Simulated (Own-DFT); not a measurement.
# One cell, two functionals

Calculated results; nothing here was measured. They come from Own-DFT, an in-house plane-wave density functional program, since retired, whose code no person has reviewed. Each row is one single-point run on a periodic cell that was not relaxed, without spin or spin-orbit coupling.

Known limits, some of them of some rows only: forces on such cells failed a check on a denser k mesh; forces on such cells moved up to 12 meV/angstrom on a denser k mesh; forces on such cells passed a denser k mesh, each cell not checked; stress not checked against mesh or cutoff.

Each cell was run twice at the same cutoff, k mesh and smearing, with PBE and with PBEsol, on PseudoDojo norm-conserving files made for PBE. Atoms were moved at random from their sites; u is the rms move along one axis. Files made for PBEsol would give a somewhat different change.

| cell | atoms | volume (Å³/atom) | u (Å) | cutoff (hartree) | P with PBE (GPa) | P with PBEsol (GPa) | change (GPa) |
|---|---|---|---|---|---|---|---|
| C11b WSi2 with one Si vacancy (Si19W10) | 29 | 13.90 | 0.082 | 50 | 7.50 | 3.50 | -4.00 |
| C11b WSi2 with one Si vacancy (Si19W10) | 29 | 13.90 | 0.052 | 50 | 3.89 | -0.08 | -3.98 |
| C11b WSi2 with one Si vacancy (Si19W10) | 29 | 13.90 | 0.051 | 50 | 4.45 | 0.45 | -3.99 |
| D0_22 TiAl3 (Al30Ti10) | 40 | 15.90 | 0.051 | 42 | 0.93 | -0.94 | -1.87 |
| D0_22 TiAl3 (Al30Ti10) | 40 | 15.63 | 0.020 | 42 | 1.99 | 0.09 | -1.90 |
| D0_22 TiAl3 (Al30Ti10) | 40 | 15.48 | 0.048 | 42 | 3.98 | 2.05 | -1.93 |
| L1_0 TiAl with two Al vacancies (Al14Ti16) | 30 | 17.13 | 0.043 | 42 | -0.22 | -2.93 | -2.70 |
| L1_0 TiAl with two Al vacancies (Al14Ti16) | 30 | 17.13 | 0.050 | 42 | -0.01 | -2.71 | -2.70 |
| L1_0 TiAl with two Al vacancies (Al14Ti16) | 30 | 17.13 | 0.034 | 42 | -0.50 | ? | ? |
| beta-Si3N4 (N64Si48) | 112 | 10.46 | 0.049 | 42 | 6.64 | 4.24 | -2.41 |
| beta-Si3N4 (N64Si48) | 112 | 10.38 | 0.052 | 42 | 9.13 | 6.70 | -2.42 |
| beta-Si3N4 (N24Si18) | 42 | 10.41 | 0.049 | 42 | 7.87 | 5.47 | -2.40 |

## Worked reading

Mean change of pressure by composition, in GPa: Si19W10, -3.99; Al7Ti8, -2.70; N4Si3, -2.41; Al3Ti, -1.90. At a fixed cell PBEsol gives the lower pressure, because it favours a smaller volume than PBE. Here the change varies more between materials than between cells of one material.

## Withheld value

Question: what PBEsol pressure should the Al14Ti16 cell with the blank give?

Adding the mean change of the cells with its composition, -2.70 GPa, to -0.50 gives -3.2 GPa. The calculation gave -3.20 GPa.
